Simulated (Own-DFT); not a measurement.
# Stretching a layer in its plane: wurtzite GaN, 72 atoms (Ga36N36)

Source: density functional calculations with Own-DFT, an unreviewed in-house program that is no longer used. Nothing was measured or relaxed, and spin and spin-orbit coupling are left out.

Common settings: PBE; PseudoDojo norm-conserving scalar-relativistic files; cutoff 42 hartree; 4 x 4 x 3 k mesh centred on Gamma; Fermi-Dirac smearing of 0.1 eV.

Caveats: forces not confirmed at this smearing and k mesh; stress not checked against mesh or cutoff.

Unstrained cell vectors in Å: (9.567, 0.000, 0.000); (-4.784, 8.285, 0.000); (0.000, 0.000, 10.370). The unstrained cell has measured lattice constants (interpolated for alloys), not those of this functional. That, the random moves and any unrelaxed bonds set the pressure at no strain. Each run strains x and y alike by e, as a substrate would, and holds the height along z. All atoms carry random offsets, Gaussian with a width of 0.05 Å per axis. Stress is positive in tension.

```
e (%),u (Å),(s_xx + s_yy)/2 (GPa),s_zz (GPa)
-2.75,0.049,-24.32,-12.93
-1.75,0.048,-17.21,-11.10
-1.25,0.045,-14.90,-8.39
-1.00,0.047,-12.53,-10.03
-0.75,0.049,-11.26,-8.97
-0.50,0.052,-10.10,-8.74
0.25,0.051,-6.52,-7.61
0.50,0.048,-5.11,-5.44
1.50,0.050,?,?
2.25,0.049,3.83,-6.28
```

## Working it out

With e as a fraction, the in-plane stress is -7.4 + 541 e - 2303 e² GPa (errors 11 and 604, scatter 0.43), and s_zz is -8.0 + 143 e GPa (slope ± 28, scatter 1.15). At e = 0 the first slope is C11 + C12 and the second 2 C13, both with the ions held to the strained lattice and at the cell's own pressure. The term in e² is negative: the layer stiffens under compression and softens under tension. A free layer would change its height as e changes, and the in-plane slope would drop by 2 C13²/C33 to the biaxial modulus. At fixed height, a misfit of 1 % moves the in-plane stress by about 5.4 GPa and s_zz by 1.4 GPa.

## Prediction

Q: what are the two stresses at e = 1.50 %?

From the fit: 0.2 and -5.9 GPa. The calculation gave 0.49 and -7.64 GPa.
